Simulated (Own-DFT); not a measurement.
# Which defects push the lattice out? zincblende GaAs

Everything here is calculated. The program is Own-DFT (plane waves, in-house, since retired, never reviewed by a person); positions were held fixed, and spin and spin-orbit coupling were off.

All runs used: PBE; PseudoDojo norm-conserving scalar-relativistic files; cutoff 42 hartree; 3 x 3 x 3 k mesh centred on Gamma; Fermi-Dirac smearing of 0.1 eV.

Limits (not all hold for every row): not probed for a lower state with spin; forces not confirmed at this smearing and k mesh; stress not checked against mesh or cutoff.

All runs share one cell, with vectors in Å (11.737, 0.000, 0.000); (0.000, 11.737, 0.000); (0.000, 0.000, 10.919) and a volume of 1504.3 Å³, strained against the parent crystal. The atoms are randomly displaced, by u rms on each axis. The defect's site can differ from row to row.

| cell | formula | u (Å) | P (GPa) |
|---|---|---|---|
| no defect | As32Ga32 | 0.0295 | 0.73 |
| no defect | As32Ga32 | 0.0330 | 0.78 |
| no defect | As32Ga32 | 0.0493 | 1.00 |
| one Al on a Ga site | AlAs32Ga31 | 0.0284 | ? |
| one Al on a Ga site | AlAs32Ga31 | 0.0284 | 0.72 |
| one Al on a Ga site | AlAs32Ga31 | 0.0505 | 0.97 |
| one Al on a Ga site | AlAs32Ga31 | 0.0574 | 1.17 |
| one P on an As site | As31Ga32P | 0.0296 | 0.50 |
| one P on an As site | As31Ga32P | 0.0495 | 0.81 |
| one P on an As site | As31Ga32P | 0.0503 | 0.80 |
| one In on a Ga site | As32Ga31In | 0.0296 | 1.36 |
| one In on a Ga site | As32Ga31In | 0.0330 | 1.36 |
| one In on a Ga site | As32Ga31In | 0.0520 | 1.84 |
| one As vacancy and one Ga vacancy | As31Ga31 | 0.0320 | 0.47 |
| one As vacancy and one Ga vacancy | As31Ga31 | 0.0468 | 0.73 |
| one As vacancy and one Ga vacancy | As31Ga31 | 0.0509 | 0.65 |

## Analysis

P = P0 + c u² + a shift for each defect gives P0 = 0.55 GPa, c = 192 ± 20 GPa/Å² and a scatter of 0.06 GPa. The shifts, and each times the cell's volume:

- one In on a Ga site: 0.67 ± 0.05 GPa, 6.3 eV
- one Al on a Ga site: -0.02 ± 0.05 GPa, -0.2 eV (not resolved)
- one P on an As site: -0.22 ± 0.05 GPa, -2.1 eV
- one As vacancy and one Ga vacancy: -0.31 ± 0.05 GPa, -2.9 eV

Against the defect-free cell, a freed cell would be larger where the shift is positive and smaller where it is negative (160.2 GPa Å³ is 1 eV). The atoms around the defects weren't relaxed, which would change these numbers.

## Test on the hidden row

Asked: what pressure belongs in the blank (one Al on a Ga site, u = 0.0284 Å)?

The fitted form gives 0.68 ± 0.08 GPa. The run itself gave 0.71 GPa.
